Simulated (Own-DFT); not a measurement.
# Stretching a layer in its plane: diamond-structure GeSn with randomly placed atoms, 64 atoms (Ge60Sn4)

The numbers are computed, not measured, by runs of the plane-wave DFT program Own-DFT (in-house, retired, unreviewed) at fixed positions, with no spin and no spin-orbit coupling.

All runs used: PBE; PseudoDojo norm-conserving scalar-relativistic files; cutoff 49 hartree; 3 x 3 x 3 k mesh centred on Gamma; Fermi-Dirac smearing of 0.1 eV.

Keep in mind: forces on such cells moved up to 12 meV/angstrom on a denser k mesh; stress not checked against mesh or cutoff.

Unstrained cell vectors in Å: (11.420, 0.000, 0.000); (0.000, 11.420, 0.000); (0.000, 0.000, 11.420). The unstrained cell has measured lattice constants (interpolated for alloys), not those of this functional. That, the random moves and any unrelaxed bonds set the pressure at no strain. Each run strains x and y alike by e, as a substrate would, and holds the height along z. All atoms carry random offsets, Gaussian with a width of 0.05 Å per axis. The random placing of the alloy's atoms differs from row to row. Stress is positive in tension.

| e (%) | u (Å) | (s_xx + s_yy)/2 (GPa) | s_zz (GPa) |
|---|---|---|---|
| -3.00 | 0.055 | -11.09 | -8.88 |
| -2.50 | 0.048 | -9.69 | -8.16 |
| -1.50 | 0.047 | -7.47 | -6.30 |
| -1.25 | 0.051 | -7.19 | -6.45 |
| -0.50 | 0.050 | -5.66 | -5.50 |
| -0.25 | 0.054 | -5.47 | -5.40 |
| 0.50 | 0.050 | -4.01 | -4.24 |
| 1.00 | 0.053 | -2.96 | -3.63 |
| 1.50 | 0.052 | ? | ? |
| 2.50 | 0.050 | -0.99 | -2.39 |

## Fit

With e as a fraction, the in-plane stress is -4.8 + 177 e - 970 e² GPa (errors 3 and 182, scatter 0.16), and s_zz is -4.8 + 114 e - 640 e² GPa (slope ± 5, scatter 0.21). At e = 0 the first slope is C11 + C12 and the second 2 C12, both with the ions held to the strained lattice and at the cell's own pressure. The term in e² is negative: the layer stiffens under compression and softens under tension. A free layer would change its height as e changes, and the in-plane slope would drop by 2 C12²/C11 to the biaxial modulus. At fixed height, a misfit of 1 % moves the in-plane stress by about 1.8 GPa and s_zz by 1.1 GPa.

## Prediction

Question: what are the two stresses at e = 1.50 %?

Estimate: -2.4 and -3.3 GPa. DFT gave -2.52 and -3.43 GPa.
